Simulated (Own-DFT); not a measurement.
# One trend across several semiconductors

Calculated, not measured: single-point runs of Own-DFT, a retired in-house plane-wave DFT program that no person has reviewed, on unrelaxed cells, without spin or spin-orbit coupling.

Caveats (not all hold for every row): forces on such cells moved up to 12 meV/angstrom on a denser k mesh; forces not confirmed at this smearing and k mesh; k mesh not checked against a denser one; forces on such cells passed a denser k mesh, each cell not checked; stress not checked against mesh or cutoff.

All runs are PBE with PseudoDojo norm-conserving files; cutoff and k mesh are each material's own. Every cell starts from measured lattice constants and was given uniform random strains and small random moves of its atoms. Each triple is the change of volume in per cent, the rms move u in Å and the pressure in GPa.

- 3C SiC (C32Si32), 10.36 Å³/atom unstrained: (-3.26, 0.049, 13.81); (-2.84, 0.053, 12.51); (-1.43, 0.052, 9.04); (-1.06, 0.047, 7.90); (-0.53, 0.051, 7.60); (-0.41, 0.050, 6.76); (2.12, 0.050, 1.00)
- wurtzite AlN (Al64N64), 10.45 Å³/atom unstrained: (-2.24, 0.051, 11.09); (-1.49, 0.050, 9.06); (-0.90, 0.050, 7.90); (0.31, 0.052, 5.22); (0.77, 0.051, 3.84); (1.70, 0.048, 2.23); (3.22, 0.052, -0.23)
- wurtzite GaN (Ga48N48), 11.42 Å³/atom unstrained: (-2.51, 0.048, 12.79); (-1.20, 0.048, 9.86); (-1.11, 0.055, 10.25); (-0.21, 0.048, 8.08); (1.89, 0.048, 4.24); (2.13, 0.050, 3.60); (3.06, 0.052, 1.95)
- diamond silicon (Si64), 20.02 Å³/atom unstrained: withheld
- zincblende GaP (Ga32P32), 20.24 Å³/atom unstrained: (-3.03, 0.050, 6.55); (-2.86, 0.054, 6.15); (-2.68, 0.047, 6.19); (-2.39, 0.056, 5.76); (-1.42, 0.048, 4.92); (1.08, 0.050, 2.60); (1.86, 0.049, 1.71)
- zincblende InP (In48P48), 25.27 Å³/atom unstrained: (-3.12, 0.050, 6.27); (-1.52, 0.049, 4.91); (-0.57, 0.049, 4.30); (-0.43, 0.051, 3.92); (1.02, 0.053, 2.95); (1.34, 0.050, 2.94); (3.19, 0.048, 1.52)
- grey tin (Sn64), 34.15 Å³/atom unstrained: (-3.26, 0.052, 5.79); (-1.68, 0.051, 4.66); (-0.92, 0.047, 4.16); (-0.22, 0.050, 3.76); (0.41, 0.047, 3.54); (1.35, 0.053, 3.16); (1.45, 0.049, 3.05)

## Worked fit

Fit a line to each set against the fractional change of volume; B is minus its slope, and u is nearly the same within a set. To take it to zero pressure, assume that B rises by 4 GPa for each GPa: B0 = B - 4 x (mean pressure). The bond length of an ideal tetrahedral crystal with the unstrained volume v is d = (√3/4)(8 v)^(1/3). Cohen's empirical rule reads B0 = (1971 - 220 L) d^(-3.5) GPa, with L = 0 for group IV crystals and SiC and 1 for III-V compounds.

```
material,L,d (Å),B (GPa),mean P (GPa),B0 (GPa),rule (GPa)
3C SiC (C32Si32),0,1.888,234 ± 8,8.4,201 ± 8,213
wurtzite AlN (Al64N64),1,1.893,209 ± 8,5.6,187 ± 8,188
wurtzite GaN (Ga48N48),1,1.950,194 ± 4,7.3,165 ± 4,169
diamond silicon (Si64),0,2.352,?,?,?,99
zincblende GaP (Ga32P32),1,2.360,96 ± 2,4.8,76 ± 2,87
zincblende InP (In48P48),1,2.541,74 ± 3,3.8,59 ± 3,67
grey tin (Sn64),0,2.810,56 ± 3,4.0,40 ± 3,53
```

A line through ln[B0/(1971 - 220 L)] against ln d has a slope of -4.0 ± 0.1 and a scatter of 4 %. Against the rule, B0 stands at 94 % for 3C SiC, 100 % for wurtzite AlN, 98 % for wurtzite GaN, 88 % for zincblende GaP, 88 % for zincblende InP, 76 % for grey tin. PBE tends to make silicon and heavier crystals too soft, and the rule itself is only a guide.

## Check

Asked: what B0 does the fitted trend give for diamond silicon (Si64)?

The straight line predicts 86 GPa. Its own runs give B = 98 ± 3 GPa at a mean pressure of 2.5 GPa, so B0 = 88 GPa.
